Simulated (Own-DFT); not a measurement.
Simulation results for Hf36O71 (tetragonal hafnia with one neutral oxygen vacancy, atoms displaced)

All values are calculated (Own-DFT development build). A calculation, not a measurement: plane-wave PBE and HSE06 DFT by an unreviewed code, no spin, of a simulated cell at Gamma alone, so results move with cell size and shape, stress positive in tension, energies less offsets, not probed for a lower state with spin; hafnium file: forces about 75 meV/angstrom off all-electron values; oxygen file: force components 24 meV/angstrom off all-electron in a glass; k mesh not checked against a denser one; forces and stress are PBE's, HSE06 gives the energy alone, and its difference from PBE has offsets of its own; offsets are fitted by least squares, one for each functional and potential file, so energies compare only between cells with the same atoms and settings and are not formation energies; the far tail of each file's local potential was reset to the Coulomb form; each entry is a single point on an unrelaxed cell, so the pressure reflects the starting lattice, taken from the Materials Project, from which strain is counted, and rises with the displacements; printed positions are rounded, which can move forces by about a meV/angstrom; the program is a retired in-house code; no spin-orbit coupling.

Settings shared by all entries: first functional PBE; second functional HSE06; exact exchange share 0.25; screening 0.11 1/bohr; exchange divergence Gygi-Baldereschi; potential files PseudoDojo norm-conserving, scalar-relativistic, made for PBE, standard set; wave cutoff 48 hartree; occupations fixed; k mesh 1 x 1 x 1 centred on Gamma.

(1) 
```cif
# cell vector a (Å): 10.7800 0.0000 0.0000
# cell vector b (Å): 0.0000 10.7800 0.0000
# cell vector c (Å): 0.0000 0.0000 10.4493
data_Hf36O71
_symmetry_space_group_name_H-M 'P 1'
_symmetry_Int_Tables_number 1
_cell_length_a 10.7800
_cell_length_b 10.7800
_cell_length_c 10.4493
_cell_angle_alpha 90.000
_cell_angle_beta 90.000
_cell_angle_gamma 90.000
_cell_volume 1214.30
loop_
_atom_site_label
_atom_site_type_symbol
_atom_site_fract_x
_atom_site_fract_y
_atom_site_fract_z
_atom_site_occupancy
Hf1 Hf 0.99790 0.00023 0.99158 1
Hf2 Hf 0.15009 0.16234 0.23638 1
O1 O 0.00224 0.15474 0.15314 1
O2 O 0.17724 0.00134 0.34251 1
O3 O 0.98791 0.17282 0.40032 1
O4 O 0.16726 0.99636 0.09405 1
Hf3 Hf 0.01706 0.99443 0.48687 1
Hf4 Hf 0.15045 0.17210 0.74133 1
O5 O 0.00726 0.16636 0.64176 1
O6 O 0.17484 0.99274 0.84108 1
O7 O 0.00304 0.14998 0.90520 1
O8 O 0.17784 0.99248 0.59125 1
Hf5 Hf 0.99357 0.33114 0.00512 1
Hf6 Hf 0.15534 0.50537 0.23624 1
O9 O 0.99953 0.51412 0.15421 1
O10 O 0.17497 0.33693 0.33368 1
O11 O 0.99645 0.49377 0.40121 1
O12 O 0.16472 0.33371 0.09541 1
Hf7 Hf 0.99673 0.32648 0.50082 1
Hf8 Hf 0.16996 0.48732 0.75220 1
O13 O 0.99418 0.49056 0.65818 1
O14 O 0.16480 0.34354 0.84346 1
O15 O 0.00532 0.48910 0.90475 1
O16 O 0.16397 0.33668 0.60926 1
Hf9 Hf 0.99846 0.66744 0.99823 1
Hf10 Hf 0.17726 0.83349 0.25653 1
O17 O 0.99857 0.82690 0.15368 1
O18 O 0.01042 0.81871 0.40391 1
O19 O 0.16939 0.67413 0.09382 1
Hf11 Hf 0.99829 0.66655 0.50492 1
Hf12 Hf 0.16132 0.83117 0.76500 1
O20 O 0.00063 0.82729 0.65423 1
O21 O 0.16621 0.66657 0.85428 1
O22 O 0.00481 0.83564 0.89559 1
O23 O 0.16301 0.66404 0.61343 1
Hf13 Hf 0.32708 0.00294 0.00232 1
Hf14 Hf 0.50904 0.17393 0.25426 1
O24 O 0.32987 0.16311 0.14877 1
O25 O 0.49846 0.00126 0.33886 1
O26 O 0.33551 0.17245 0.40766 1
O27 O 0.50522 0.99231 0.10284 1
Hf15 Hf 0.34861 0.99798 0.51029 1
Hf16 Hf 0.51012 0.16955 0.75417 1
O28 O 0.34384 0.16677 0.65488 1
O29 O 0.51284 0.00349 0.83830 1
O30 O 0.32403 0.16672 0.90716 1
O31 O 0.51089 0.99984 0.59682 1
Hf17 Hf 0.34040 0.32633 0.00193 1
Hf18 Hf 0.51272 0.49173 0.23339 1
O32 O 0.32749 0.51516 0.15862 1
O33 O 0.49882 0.33552 0.36840 1
O34 O 0.33377 0.49272 0.41010 1
O35 O 0.49946 0.33096 0.09762 1
Hf19 Hf 0.33089 0.31754 0.49541 1
Hf20 Hf 0.50212 0.49477 0.75184 1
O36 O 0.33294 0.48991 0.64079 1
O37 O 0.49283 0.34250 0.84150 1
O38 O 0.32806 0.49975 0.89666 1
O39 O 0.50209 0.32222 0.60341 1
Hf21 Hf 0.33802 0.66675 0.00138 1
Hf22 Hf 0.49650 0.82816 0.24595 1
O40 O 0.31447 0.83325 0.15632 1
O41 O 0.50773 0.66871 0.34942 1
O42 O 0.34186 0.83954 0.39821 1
O43 O 0.50480 0.67650 0.09500 1
Hf23 Hf 0.32660 0.67532 0.50095 1
Hf24 Hf 0.48463 0.84386 0.75679 1
O44 O 0.33671 0.85407 0.65861 1
O45 O 0.49789 0.65919 0.83063 1
O46 O 0.33359 0.83146 0.90285 1
O47 O 0.49246 0.66985 0.59293 1
Hf25 Hf 0.66626 0.00753 0.99635 1
Hf26 Hf 0.83547 0.16322 0.24490 1
O48 O 0.66179 0.18241 0.16011 1
O49 O 0.84089 0.99827 0.34078 1
O50 O 0.66770 0.16727 0.40204 1
O51 O 0.82630 0.99647 0.09223 1
Hf27 Hf 0.68472 0.99652 0.52146 1
Hf28 Hf 0.82642 0.17571 0.75165 1
O52 O 0.66503 0.15467 0.64747 1
O53 O 0.82917 0.01304 0.84750 1
O54 O 0.67338 0.16694 0.88853 1
O55 O 0.82905 0.99953 0.59855 1
Hf29 Hf 0.67185 0.32740 0.00064 1
Hf30 Hf 0.83778 0.48644 0.26274 1
O56 O 0.65631 0.51573 0.15279 1
O57 O 0.83636 0.32715 0.34874 1
O58 O 0.67493 0.48640 0.39426 1
O59 O 0.84917 0.33378 0.09789 1
Hf31 Hf 0.67213 0.32925 0.49730 1
Hf32 Hf 0.82788 0.49715 0.74293 1
O60 O 0.66710 0.50950 0.65477 1
O61 O 0.81812 0.32809 0.83919 1
O62 O 0.66244 0.49776 0.89819 1
O63 O 0.85085 0.31620 0.60772 1
Hf33 Hf 0.67213 0.67232 0.00275 1
Hf34 Hf 0.83131 0.82976 0.26114 1
O64 O 0.67197 0.84380 0.13922 1
O65 O 0.83340 0.67784 0.34977 1
O66 O 0.66013 0.83632 0.39410 1
O67 O 0.83370 0.66845 0.09028 1
Hf35 Hf 0.66673 0.66170 0.50708 1
Hf36 Hf 0.82585 0.82734 0.72997 1
O68 O 0.65567 0.82237 0.66183 1
O69 O 0.81725 0.66710 0.83147 1
O70 O 0.67610 0.83304 0.89009 1
O71 O 0.82543 0.66547 0.60127 1
_calc_PBE_energy_of_cell_above_offsets '-85.526'  # eV
_calc_HSE06_less_PBE_above_offsets '0.679'  # eV
_calc_PBE_pressure 6.23  # GPa
_calc_PBE_stress_xx -7.87  # GPa
_calc_PBE_stress_yy -4.74  # GPa
_calc_PBE_stress_zz -6.08  # GPa
_calc_PBE_stress_yz 0.95  # GPa
_calc_PBE_stress_xz -0.72  # GPa
_calc_PBE_stress_xy -0.22  # GPa
```

Force:
```tsv
element	x (eV/Å)	y (eV/Å)	z (eV/Å)
Hf	-0.797	-4.322	2.108
Hf	6.774	1.46	3.067
O	-4.209	0.302	-2.381
O	-2.059	0.878	0.734
O	0.983	-2.355	-1.039
O	-1.231	0.748	-0.131
Hf	0.456	-0.085	0.884
Hf	4.864	-0.072	1.703
O	-2.303	-1.38	-0.404
O	-0.278	2.677	0.943
O	0.497	5.545	-2.075
O	-2.461	0.818	-0.334
Hf	5.983	0.51	-3.65
Hf	4.308	0	3.349
O	-2.744	-0.729	-1.18
O	-1.371	-1.323	0.309
O	-0.748	0.753	-0.116
O	-0.92	-0.209	-0.68
Hf	3.073	1.738	0.39
Hf	1.347	4.592	-2.551
O	-0.161	0.817	-0.728
O	-0.402	-5.906	2.308
O	-1.57	0.887	0.782
O	-0.695	-1.467	-1.635
Hf	1.536	0.658	0.11
Hf	-4.244	-1.601	0.723
O	0.054	0.385	0.423
O	0.068	2.419	0.165
O	-1.111	-0.83	0.394
Hf	1.489	-1.183	0.922
Hf	0.221	-1.906	-1.956
O	-0.46	0.569	-1.263
O	-0.299	-0.502	0.192
O	-0.73	-0.374	0.522
O	0.289	0.644	-2.066
Hf	0.693	0.152	0.455
Hf	-3.944	-2.27	2.706
O	0.639	0.404	0.388
O	-0.437	0.886	0.073
O	0.175	-4.614	-1.964
O	-1.071	0.885	-1.934
Hf	0.271	1.423	-1.653
Hf	-2.402	1.095	-2.278
O	-1.703	-0.583	0.622
O	-0.486	0.867	2.134
O	0.857	0.081	-0.365
O	-0.11	-0.328	0.736
Hf	-2.642	0.906	-1.048
Hf	-7.259	1.233	5.869
O	1.821	-0.617	-1.234
O	1.36	-0.218	-2.706
O	-0.588	2.147	-0.396
O	1.268	0.573	0.399
Hf	0.412	5.874	2.525
Hf	-2.53	2.258	-2.838
O	0.363	0.55	2.399
O	0.392	-3.934	3.139
O	0.51	-0.27	1.436
O	2.192	0.317	-0.397
Hf	-1.268	-1.487	-0.783
Hf	1.331	1.173	0.83
O	5.501	0.011	-2.365
O	0.125	-1.514	-1.168
O	-0.855	-0.933	0.523
O	-0.863	0.126	-0.04
Hf	0.741	-3.931	-0.245
Hf	2.481	-3.084	-0.188
O	-1.892	-0.923	-1.123
O	-0.298	2.004	1.954
O	0.837	0.686	0.378
O	0.593	0.041	-0.524
Hf	0.037	-4.271	-0.351
Hf	-0.619	-1.91	1.502
O	2.87	0.323	-2.48
O	0.51	0.773	1.05
O	0.758	-0.561	-0.031
O	1.316	2.069	0.329
Hf	-7.442	-0.423	-6.106
Hf	0.774	-3.763	-1.59
O	1.534	1.166	0.442
O	0.447	-1.559	-0.65
O	-1.302	1.971	1.964
O	6.865	-0.658	2.325
Hf	-0.519	1.6	-1.705
Hf	-0.022	3.453	-0.336
O	6.241	-0.986	-2.532
O	-0.208	-0.387	-0.059
O	0.736	1.374	0.432
O	-5.04	0.158	2.268
Hf	-2.63	-0.911	0.896
Hf	1.072	1.339	1.606
O	-0.052	-1.119	-1.869
O	0.628	2.281	2.82
O	0.613	-1.132	1.821
O	-3.755	0.926	-0.916
Hf	-0.048	1.375	-2.158
Hf	-0.706	1.375	-3.861
O	-0.224	-1.466	1.243
O	-0.094	-4.288	1.351
O	1.246	0.02	1.574
O	-0.076	-0.495	0.355
Hf	-3.707	1.226	-1.913
Hf	-0.06	0.614	3.719
O	0.8	0.663	-2.53
O	1.353	-1.107	1.225
O	-0.473	0.937	1.834
O	1.822	0.251	-0.83
```

(2) 
```cif
# cell vector a (Å): 10.7800 0.0000 0.0000
# cell vector b (Å): 0.0000 10.7800 0.0000
# cell vector c (Å): 0.0000 0.0000 10.4493
data_Hf36O71
_symmetry_space_group_name_H-M 'P 1'
_symmetry_Int_Tables_number 1
_cell_length_a 10.7800
_cell_length_b 10.7800
_cell_length_c 10.4493
_cell_angle_alpha 90.000
_cell_angle_beta 90.000
_cell_angle_gamma 90.000
_cell_volume 1214.30
loop_
_atom_site_label
_atom_site_type_symbol
_atom_site_fract_x
_atom_site_fract_y
_atom_site_fract_z
_atom_site_occupancy
Hf1 Hf 0.98468 0.98909 0.00488 1
Hf2 Hf 0.16955 0.16415 0.24581 1
O1 O 0.00587 0.16907 0.15141 1
O2 O 0.16051 0.00670 0.33900 1
O3 O 0.98997 0.18028 0.39938 1
O4 O 0.15690 0.01447 0.09858 1
Hf3 Hf 0.99967 0.98792 0.48364 1
Hf4 Hf 0.15962 0.17202 0.74442 1
O5 O 0.98417 0.16239 0.64781 1
O6 O 0.16986 0.00382 0.84859 1
O7 O 0.00095 0.17368 0.91288 1
O8 O 0.17787 0.01007 0.60222 1
Hf5 Hf 0.99910 0.34278 0.98761 1
Hf6 Hf 0.16142 0.49489 0.25619 1
O9 O 0.98764 0.49454 0.16834 1
O10 O 0.16655 0.33142 0.34681 1
O11 O 0.99622 0.49962 0.40519 1
O12 O 0.15893 0.32809 0.09830 1
Hf7 Hf 0.99860 0.34420 0.49436 1
Hf8 Hf 0.16056 0.49549 0.75291 1
O13 O 0.00299 0.49914 0.66311 1
O14 O 0.16621 0.31422 0.83526 1
O15 O 0.99665 0.50677 0.90315 1
O16 O 0.15900 0.33920 0.59205 1
Hf9 Hf 0.99797 0.65803 0.00670 1
Hf10 Hf 0.16525 0.83168 0.23622 1
O17 O 0.00583 0.83211 0.16007 1
O18 O 0.00545 0.82894 0.40533 1
O19 O 0.17436 0.66685 0.09723 1
Hf11 Hf 0.99979 0.67237 0.51314 1
Hf12 Hf 0.17230 0.82157 0.75045 1
O20 O 0.98325 0.82493 0.64333 1
O21 O 0.16828 0.67143 0.84397 1
O22 O 0.98184 0.83212 0.90794 1
O23 O 0.17363 0.66628 0.61049 1
Hf13 Hf 0.32617 0.99958 0.99342 1
Hf14 Hf 0.48714 0.17771 0.25700 1
O24 O 0.34008 0.16573 0.15214 1
O25 O 0.50424 0.99503 0.33443 1
O26 O 0.33124 0.15920 0.39125 1
O27 O 0.49689 0.01085 0.09945 1
Hf15 Hf 0.33307 0.98955 0.49680 1
Hf16 Hf 0.51082 0.17225 0.74251 1
O28 O 0.34828 0.16682 0.66252 1
O29 O 0.50622 0.00097 0.84420 1
O30 O 0.33925 0.16799 0.91106 1
O31 O 0.48859 0.00067 0.58840 1
Hf17 Hf 0.33296 0.33056 0.99138 1
Hf18 Hf 0.50707 0.48652 0.24247 1
O32 O 0.33170 0.49296 0.14399 1
O33 O 0.50750 0.33226 0.35839 1
O34 O 0.32830 0.51282 0.41422 1
O35 O 0.50160 0.35105 0.08326 1
Hf19 Hf 0.33379 0.34744 0.49944 1
Hf20 Hf 0.50061 0.49794 0.74810 1
O36 O 0.35005 0.49375 0.65805 1
O37 O 0.48938 0.32488 0.85016 1
O38 O 0.34263 0.49087 0.89901 1
O39 O 0.49947 0.33214 0.59125 1
Hf21 Hf 0.34049 0.66147 0.99725 1
Hf22 Hf 0.50085 0.83226 0.25310 1
O40 O 0.34943 0.82656 0.16254 1
O41 O 0.49962 0.65364 0.33694 1
O42 O 0.33571 0.83081 0.41186 1
O43 O 0.50473 0.67141 0.08778 1
Hf23 Hf 0.32428 0.66274 0.50065 1
Hf24 Hf 0.50763 0.81219 0.76660 1
O44 O 0.32534 0.84264 0.65920 1
O45 O 0.50519 0.66723 0.85437 1
O46 O 0.34758 0.83437 0.89226 1
O47 O 0.49433 0.67135 0.60655 1
Hf25 Hf 0.66822 0.01849 0.98850 1
Hf26 Hf 0.83046 0.15951 0.25180 1
O48 O 0.65490 0.17966 0.14414 1
O49 O 0.83927 0.00996 0.35544 1
O50 O 0.67364 0.16348 0.40418 1
O51 O 0.84030 0.00634 0.10156 1
Hf27 Hf 0.67098 0.00467 0.48894 1
Hf28 Hf 0.84288 0.16078 0.75666 1
O52 O 0.66043 0.16973 0.64132 1
O53 O 0.83943 0.99479 0.84404 1
O54 O 0.67071 0.15996 0.89419 1
O55 O 0.82699 0.99790 0.59988 1
Hf29 Hf 0.66302 0.33369 0.98584 1
Hf30 Hf 0.82998 0.50574 0.24816 1
O56 O 0.67596 0.51158 0.14768 1
O57 O 0.83770 0.34220 0.34827 1
O58 O 0.66972 0.49466 0.39625 1
O59 O 0.83156 0.34181 0.09667 1
Hf31 Hf 0.66871 0.32626 0.50185 1
Hf32 Hf 0.83524 0.49939 0.75351 1
O60 O 0.67458 0.49788 0.66051 1
O61 O 0.83103 0.34267 0.84856 1
O62 O 0.66756 0.49919 0.91134 1
O63 O 0.82561 0.32423 0.60453 1
Hf33 Hf 0.66370 0.67886 0.99384 1
Hf34 Hf 0.84598 0.82740 0.26052 1
O64 O 0.66770 0.82826 0.14076 1
O65 O 0.84966 0.66773 0.35556 1
O66 O 0.66161 0.83425 0.40221 1
O67 O 0.82470 0.65163 0.09141 1
Hf35 Hf 0.66644 0.66583 0.50909 1
Hf36 Hf 0.82939 0.83939 0.75176 1
O68 O 0.66752 0.83101 0.65477 1
O69 O 0.83993 0.67883 0.83985 1
O70 O 0.66422 0.82488 0.89501 1
O71 O 0.83699 0.65615 0.59376 1
_calc_PBE_energy_of_cell_above_offsets '-85.818'  # eV
_calc_HSE06_less_PBE_above_offsets '0.623'  # eV
_calc_PBE_pressure 6.67  # GPa
_calc_PBE_stress_xx -3.31  # GPa
_calc_PBE_stress_yy -9.46  # GPa
_calc_PBE_stress_zz -7.24  # GPa
_calc_PBE_stress_yz 1.09  # GPa
_calc_PBE_stress_xz 0.27  # GPa
_calc_PBE_stress_xy 0.18  # GPa
```

Force:
```tsv
element	x (eV/Å)	y (eV/Å)	z (eV/Å)
Hf	4.32	2.744	-1.416
Hf	-0.694	1.272	-0.841
O	-2.354	-0.218	1.062
O	-0.821	-2.995	1.08
O	0.522	-1.914	0.342
O	1.466	-2.102	-0.754
Hf	0.812	5.024	3.436
Hf	1.257	-6.753	-3.043
O	2.917	0.086	0.5
O	-0.324	-1.03	-0.091
O	-1.319	-1.548	-1.894
O	-2.844	-0.384	-1.538
Hf	-1.424	-3.113	4.475
Hf	0.126	0.18	-1.065
O	4.635	1.091	-2.525
O	0.736	1.069	0.465
O	1.626	2.12	0.331
O	0.757	1.288	-1.354
Hf	-2.357	-2.875	-0.03
Hf	2.106	0.073	-0.427
O	-0.359	0.112	-0.831
O	-0.003	7.077	3.011
O	1.347	-0.169	-0.992
O	1.9	0.217	0.887
Hf	-1.148	2.203	0.093
Hf	3.818	0.042	2.421
O	-2.315	-0.235	-1.623
O	0.312	-0.799	-1.905
O	-1.287	0.344	0.051
Hf	0.118	-1.373	-1.055
Hf	-0.315	4.755	-0.991
O	2.863	0.522	0.171
O	-0.036	-3.12	2.077
O	1.481	-1.2	0.691
O	-1.444	-0.84	-0.599
Hf	1.421	1.323	0.17
Hf	1.226	-3.924	-1.168
O	-1.614	1.079	-0.641
O	0.098	1.932	1.234
O	0.467	1.503	1.198
O	0.637	-0.774	-1.869
Hf	0.364	2.597	1.548
Hf	-2.44	-2.745	0.37
O	-3.167	1.379	-0.654
O	0.784	-0.138	0.128
O	-0.611	-1.285	-0.333
O	2.85	-0.042	-0.512
Hf	-0.011	-0.631	2.295
Hf	1.41	2.181	-0.847
O	-0.424	0.52	1.617
O	-1.293	1.081	-0.789
O	-0.846	-3.452	-2.43
O	-0.383	-0.25	1.43
Hf	-0.157	-3.143	0.765
Hf	2.226	-0.793	1.563
O	-4.412	-0.154	-1.459
O	1.75	1.53	-0.839
O	-1.103	2.241	-0.723
O	0.428	0.882	0.714
Hf	0.657	-0.033	0.948
Hf	3.115	-0.885	-0.419
O	-4.734	0.313	-2.005
O	0.041	0.709	0.758
O	-0.543	-1.877	-1.607
O	-1.61	-0.714	0.366
Hf	1.952	3.882	1.065
Hf	-1.016	6.852	-4.304
O	1.21	-1.126	-0.43
O	-0.641	-5.016	1.23
O	-1.288	-1.187	1.854
O	0.8	-0.482	-0.364
Hf	-3.499	-4.764	3.912
Hf	1.415	4.577	-1.649
O	1.395	-0.636	0.398
O	0.313	-3.805	-0.173
O	0.02	1.23	-1.835
O	-3.323	-0.001	1.281
Hf	-2.37	-1.444	2.802
Hf	-1.342	1.746	-1.705
O	2.084	-0.448	0.237
O	-0.395	1.833	2.125
O	0.792	4.025	-2.051
O	0.724	-0.051	-0.548
Hf	1.381	-0.001	2.696
Hf	-2.459	-1.615	1.418
O	-3.084	-1.081	0.89
O	-0.733	-1.384	-0.185
O	-0.254	1.284	1.447
O	0.194	-0.627	-1.393
Hf	0.988	0.877	-0.455
Hf	-1.071	1.528	-0.304
O	-1.822	0.528	-0.748
O	0.484	-2.013	0.174
O	-0.17	1.08	-1.773
O	1.65	1.161	-0.206
Hf	0.788	-2.664	2.502
Hf	-3.514	-0.122	-0.821
O	1.463	0.309	1.589
O	-0.672	1.127	-0.618
O	1.29	-1.192	0.038
O	3.299	1.671	0.337
Hf	-0.7	-0.145	-1.12
Hf	-0.443	-1.047	-1.487
O	-0.223	-0.878	-0.624
O	-0.289	-3.152	0.619
O	0.322	3.682	-0.99
O	-1.449	-0.491	0.236
```

(3) 
```cif
# cell vector a (Å): 10.7800 0.0000 0.0000
# cell vector b (Å): 0.0000 10.7800 0.0000
# cell vector c (Å): 0.0000 0.0000 10.4493
data_Hf36O71
_symmetry_space_group_name_H-M 'P 1'
_symmetry_Int_Tables_number 1
_cell_length_a 10.7800
_cell_length_b 10.7800
_cell_length_c 10.4493
_cell_angle_alpha 90.000
_cell_angle_beta 90.000
_cell_angle_gamma 90.000
_cell_volume 1214.30
loop_
_atom_site_label
_atom_site_type_symbol
_atom_site_fract_x
_atom_site_fract_y
_atom_site_fract_z
_atom_site_occupancy
Hf1 Hf 0.00699 0.99781 0.99318 1
Hf2 Hf 0.16382 0.18611 0.24301 1
O1 O 0.00378 0.16258 0.15467 1
O2 O 0.16712 0.98494 0.35046 1
O3 O 0.99658 0.17431 0.39913 1
O4 O 0.17896 0.00513 0.09510 1
Hf3 Hf 0.99853 0.00743 0.49269 1
Hf4 Hf 0.17142 0.16487 0.75523 1
O5 O 0.00710 0.16095 0.64809 1
O6 O 0.17460 0.99397 0.85771 1
O7 O 0.99838 0.15966 0.89905 1
O8 O 0.16383 0.99400 0.60056 1
Hf5 Hf 0.99378 0.33566 0.99743 1
Hf6 Hf 0.16567 0.49043 0.24677 1
O9 O 0.01550 0.49955 0.15110 1
O10 O 0.17454 0.33587 0.35018 1
O11 O 0.00378 0.50019 0.39594 1
O12 O 0.16887 0.34081 0.08636 1
Hf7 Hf 0.00610 0.32273 0.50108 1
Hf8 Hf 0.16745 0.50308 0.75190 1
O13 O 0.98525 0.49953 0.65130 1
O14 O 0.17053 0.33771 0.85256 1
O15 O 0.00606 0.50078 0.91165 1
O16 O 0.17044 0.32972 0.60362 1
Hf9 Hf 0.99453 0.67417 0.99934 1
Hf10 Hf 0.15277 0.82788 0.25623 1
O17 O 0.00429 0.82170 0.14634 1
O18 O 0.17456 0.67211 0.33969 1
O19 O 0.00890 0.83724 0.40402 1
O20 O 0.16053 0.65904 0.10205 1
Hf11 Hf 0.99619 0.66654 0.50509 1
Hf12 Hf 0.15904 0.83927 0.74394 1
O21 O 0.00705 0.83840 0.65556 1
O22 O 0.16548 0.66905 0.84421 1
O23 O 0.99914 0.85005 0.89571 1
O24 O 0.17686 0.66750 0.60389 1
Hf13 Hf 0.33516 0.98501 0.00248 1
Hf14 Hf 0.48969 0.17672 0.26274 1
O25 O 0.32488 0.17179 0.15788 1
O26 O 0.51332 0.01078 0.34569 1
O27 O 0.33853 0.16052 0.41294 1
O28 O 0.50188 0.01139 0.09937 1
Hf15 Hf 0.33096 0.00313 0.49836 1
Hf16 Hf 0.49613 0.15770 0.76290 1
O29 O 0.32074 0.16297 0.66389 1
O30 O 0.49314 0.99471 0.86425 1
O31 O 0.33736 0.16756 0.91780 1
O32 O 0.50713 0.99206 0.59885 1
Hf17 Hf 0.33363 0.34071 0.99926 1
Hf18 Hf 0.50280 0.50154 0.24171 1
O33 O 0.34671 0.50283 0.14874 1
O34 O 0.49482 0.31517 0.35006 1
O35 O 0.32683 0.50263 0.40835 1
O36 O 0.50166 0.33619 0.09814 1
Hf19 Hf 0.33159 0.34626 0.49560 1
Hf20 Hf 0.50009 0.50271 0.74850 1
O37 O 0.34815 0.49861 0.66329 1
O38 O 0.49387 0.34217 0.85136 1
O39 O 0.32102 0.48508 0.91464 1
O40 O 0.50627 0.33031 0.61268 1
Hf21 Hf 0.32796 0.68410 0.99953 1
Hf22 Hf 0.52002 0.83613 0.24519 1
O41 O 0.33284 0.84251 0.15442 1
O42 O 0.51708 0.67168 0.33765 1
O43 O 0.32791 0.84540 0.39533 1
O44 O 0.50484 0.67672 0.08811 1
Hf23 Hf 0.33641 0.66727 0.49464 1
Hf24 Hf 0.50266 0.83151 0.75250 1
O45 O 0.33622 0.82586 0.65534 1
O46 O 0.50985 0.67453 0.84783 1
O47 O 0.33413 0.83811 0.90802 1
O48 O 0.50284 0.66099 0.60539 1
Hf25 Hf 0.67367 0.01053 0.00200 1
Hf26 Hf 0.83340 0.15598 0.24264 1
O49 O 0.67333 0.17479 0.15338 1
O50 O 0.83565 0.99554 0.34710 1
O51 O 0.66367 0.18218 0.39420 1
O52 O 0.81488 0.99417 0.10501 1
Hf27 Hf 0.66620 0.01712 0.49687 1
Hf28 Hf 0.83564 0.16365 0.74775 1
O53 O 0.66391 0.16163 0.64557 1
O54 O 0.82187 0.98942 0.84935 1
O55 O 0.67165 0.16747 0.89586 1
O56 O 0.82826 0.99683 0.59497 1
Hf29 Hf 0.65631 0.33059 0.99752 1
Hf30 Hf 0.84626 0.49775 0.25611 1
O57 O 0.67217 0.50069 0.16517 1
O58 O 0.85318 0.33136 0.34679 1
O59 O 0.67064 0.50362 0.41254 1
O60 O 0.83776 0.33338 0.09002 1
Hf31 Hf 0.67630 0.32849 0.51071 1
Hf32 Hf 0.82744 0.50878 0.75311 1
O61 O 0.67784 0.49494 0.65714 1
O62 O 0.84712 0.34173 0.85090 1
O63 O 0.65926 0.50038 0.89896 1
O64 O 0.83861 0.33061 0.59860 1
Hf33 Hf 0.66190 0.68659 0.99900 1
Hf34 Hf 0.83491 0.83436 0.25051 1
O65 O 0.83431 0.66448 0.35266 1
O66 O 0.65933 0.81912 0.40293 1
O67 O 0.82546 0.66193 0.08950 1
Hf35 Hf 0.66913 0.67393 0.50060 1
Hf36 Hf 0.82357 0.82260 0.74367 1
O68 O 0.66797 0.84156 0.64467 1
O69 O 0.84385 0.65938 0.84832 1
O70 O 0.67409 0.84775 0.89978 1
O71 O 0.83361 0.66681 0.59621 1
_calc_PBE_energy_of_cell_above_offsets '-88.864'  # eV
_calc_HSE06_less_PBE_above_offsets '0.498'  # eV
_calc_PBE_pressure 5.23  # GPa
_calc_PBE_stress_xx -3.97  # GPa
_calc_PBE_stress_yy -6.46  # GPa
_calc_PBE_stress_zz -5.26  # GPa
_calc_PBE_stress_yz 0.15  # GPa
_calc_PBE_stress_xz -1.26  # GPa
_calc_PBE_stress_xy -0.02  # GPa
```

Force:
```tsv
element	x (eV/Å)	y (eV/Å)	z (eV/Å)
Hf	1.305	1.744	1.588
Hf	1.29	-3.922	-0.71
O	-1.151	-0.206	-0.874
O	-0.954	4.128	0.323
O	0.866	-2.447	-0.454
O	-3.637	-0.183	0.426
Hf	1.284	-0.751	1.144
Hf	-1.438	0.516	1.925
O	-1.01	0.177	-0.089
O	-0.518	0.985	-0.976
O	-0.436	0.291	-0.076
O	0.324	0.294	-0.334
Hf	0.821	0.089	-1.242
Hf	1.554	3.338	-0.746
O	-3.472	-0.245	0.001
O	0.041	-0.292	1.067
O	0.76	0.376	1.005
O	-1.211	-0.541	2.921
Hf	-1.299	2.623	1.107
Hf	-0.51	-0.761	0.738
O	2.856	0.685	-0.263
O	-0.83	-1.403	-1.587
O	0.371	1.138	-0.563
O	0.078	1.013	-0.933
Hf	1.04	-1.008	-0.372
Hf	3.498	1.516	-0.915
O	-2.698	0.979	-0.35
O	0.11	-2.818	1.753
O	-1.439	-1.384	0.191
O	1.468	0.799	-1.471
Hf	1.454	-0.673	-0.61
Hf	2.721	-0.275	0.69
O	-3.642	-1.09	-1.51
O	0.206	0.629	0.74
O	-0.094	-3.443	-0.204
O	-1.308	-0.99	-1.388
Hf	0.875	4.392	2.29
Hf	0.229	-5.923	-5.46
O	0.837	0.808	1.155
O	0.567	-2.01	0.687
O	-0.66	2.235	-0.682
O	1.13	-1.113	0.208
Hf	-0.251	-2.293	1.033
Hf	-1.071	1.405	-0.405
O	3.747	-0.594	-0.843
O	0.684	0.304	-2.196
O	0.261	-0.533	-1.56
O	-1.314	0.971	0.212
Hf	0.964	-4.282	1.519
Hf	2.102	-0.277	1.173
O	-1.771	0.129	0.875
O	-0.778	8.728	3.41
O	0.772	0.495	-1.089
O	0.021	-0.158	0.875
Hf	1.58	-2.854	2.659
Hf	3.858	-0.592	1.327
O	-4.461	-0.28	-1.964
O	0.655	-2.25	0.242
O	0.135	7.422	-3.282
O	-0.724	0.11	-1.72
Hf	-0.913	-2.838	1.854
Hf	-1.833	1.215	0.184
O	0.656	-1.544	-0.535
O	-1.898	-1.394	0.181
O	1.504	-2.205	1.441
O	-1.121	0.436	1.221
Hf	-0.163	3.247	0.855
Hf	-0.715	1.411	-1.486
O	0.225	0.442	0.29
O	-0.698	-0.696	0.43
O	0.182	-2.912	-2.634
O	0.219	0.419	-1.37
Hf	-3.427	0.007	-0.892
Hf	-0.249	2.531	0.354
O	-0.891	0.053	-0.751
O	-0.193	0.297	0.467
O	1.639	-1.594	0.605
O	4.229	-0.747	1.472
Hf	-1.317	-1.018	0.1
Hf	0.3	0.19	0.651
O	0.711	-0.001	0.577
O	1.07	2.137	-1.026
O	-0.444	0.831	-0.58
O	1.45	0.591	-0.216
Hf	1.448	1.739	0.187
Hf	-1.145	-0.666	-0.504
O	-0.296	-0.435	-0.521
O	-0.89	0.004	-0.493
O	-0.19	-1.615	0.079
O	-1.183	0.139	1.134
Hf	-1.324	2.266	-0.136
Hf	1.002	-3.348	0.668
O	-2.234	0.154	-0.77
O	-0.551	-1.565	-1.218
O	0.575	0.48	1.296
O	0.385	-1.441	0.108
Hf	0.771	-2.179	-0.837
Hf	-0.592	-1.497	-0.416
O	0.954	1.073	-0.571
O	0.971	4.819	-2.02
O	1.206	0.855	0.924
Hf	-1.14	-3.163	0.441
Hf	1.398	2.059	0.637
O	-0.346	-1.425	0.797
O	-0.366	3.354	0.514
O	-0.609	-2.345	0.144
O	0.043	1.141	0.945
```
